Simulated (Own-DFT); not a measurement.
# One host, several defects: L1_0 TiAl

The numbers are computed, not measured, by runs of the plane-wave DFT program Own-DFT (in-house, retired, unreviewed) at fixed positions, with no spin and no spin-orbit coupling.

Settings: PBE; PseudoDojo norm-conserving scalar-relativistic files; cutoff 42 hartree; 4 x 4 x 4 k mesh centred on Gamma; cold (Marzari-Vanderbilt) smearing of 0.2 eV.

Keep in mind: forces on such cells failed a check on a denser k mesh; stress not checked against mesh or cutoff.

All runs share one cell, with vectors in Å (5.622, 5.622, 0.000); (-5.622, 5.622, 0.000); (0.000, 0.000, 8.133) and a volume of 514.0 Å³. The atoms are randomly displaced, by u rms on each axis. The defect's site can differ from row to row.

```
cell,formula,u (Å),P (GPa)
no defect,Al16Ti16,0.0204,1.20
no defect,Al16Ti16,0.0442,1.68
no defect,Al16Ti16,0.0498,1.66
two Al vacancies,Al14Ti16,0.0281,-0.62
two Al vacancies,Al14Ti16,0.0489,-0.40
two Al vacancies,Al14Ti16,0.0497,-0.25
one Ti vacancy,Al16Ti15,0.0285,0.44
one Ti vacancy,Al16Ti15,0.0313,0.59
one Ti vacancy,Al16Ti15,0.0315,?
one Ti vacancy,Al16Ti15,0.0325,0.55
```

## Working it out

P = P0 + c u² + a shift for each defect gives P0 = 1.16 GPa, c = 218 ± 40 GPa/Å² and a scatter of 0.08 GPa. The shifts, and each times the cell's volume:

- one Ti vacancy: -0.84 ± 0.07 GPa, -2.7 eV
- two Al vacancies: -1.99 ± 0.07 GPa, -6.4 eV (-3.2 eV for each of its 2 sites)

Against the defect-free cell, a freed cell would be larger where the shift is positive and smaller where it is negative (160.2 GPa Å³ is 1 eV). The atoms around the defects weren't relaxed, which would change these numbers.

## The run left out

The question: what pressure belongs in the blank (one Ti vacancy, u = 0.0315 Å)?

The fit gives 0.53 ± 0.09 GPa. DFT gave 0.66 GPa.
